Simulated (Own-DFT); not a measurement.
# Misfit strain and the stress it brings: diamond-structure SiGeSn with randomly placed atoms, 64 atoms (Ge40Si16Sn8)

Calculated, not measured: single-point runs of Own-DFT, a retired in-house plane-wave DFT program that no person has reviewed, on unrelaxed cells, without spin or spin-orbit coupling.

Method: PBEsol; PseudoDojo norm-conserving scalar-relativistic files, made for PBE; cutoff 49 hartree; 3 x 3 x 3 k mesh centred on Gamma; Fermi-Dirac smearing of 0.1 eV.

Caveats: forces on such cells moved up to 12 meV/angstrom on a denser k mesh; stress not checked against mesh or cutoff.

Unstrained cell vectors in Å: (11.410, 0.000, 0.000); (0.000, 11.410, 0.000); (0.000, 0.000, 11.410). The unstrained cell has measured lattice constants (interpolated for alloys), not those of this functional. That, the random moves and any unrelaxed bonds set the pressure at no strain. Each run strains x and y alike by e, as a substrate would, and holds the height along z. Random moves of width 0.05 Å per axis were added to every atom. The random placing of the alloy's atoms differs from row to row. Stress is positive in tension.

```
e (%),u (Å),(s_xx + s_yy)/2 (GPa),s_zz (GPa)
-3.00,0.052,-8.10,-6.41
-2.75,0.049,-7.71,-5.98
-2.50,0.048,-6.92,-5.21
-2.25,0.051,-6.64,-5.04
-0.25,0.054,-2.71,-2.73
0.75,0.044,-0.76,-1.27
1.00,0.050,-0.28,-1.05
2.00,0.052,1.01,-0.17
2.25,0.050,?,?
2.75,0.047,2.11,0.55
```

## Fit

With e as a fraction, the in-plane stress is -2.1 + 177 e - 824 e² GPa (errors 2 and 154, scatter 0.13), and s_zz is -2.2 + 116 e - 606 e² GPa (slope ± 3, scatter 0.18). At e = 0 the first slope is C11 + C12 and the second 2 C12, both with the ions held to the strained lattice and at the cell's own pressure. The term in e² is negative: the layer stiffens under compression and softens under tension. A free layer would change its height as e changes, and the in-plane slope would drop by 2 C12²/C11 to the biaxial modulus. At fixed height, a misfit of 1 % moves the in-plane stress by about 1.8 GPa and s_zz by 1.2 GPa.

## Prediction

Q: what are the two stresses at e = 2.25 %?

Estimate: 1.4 and 0.1 GPa. The calculation gave 1.40 and 0.12 GPa.
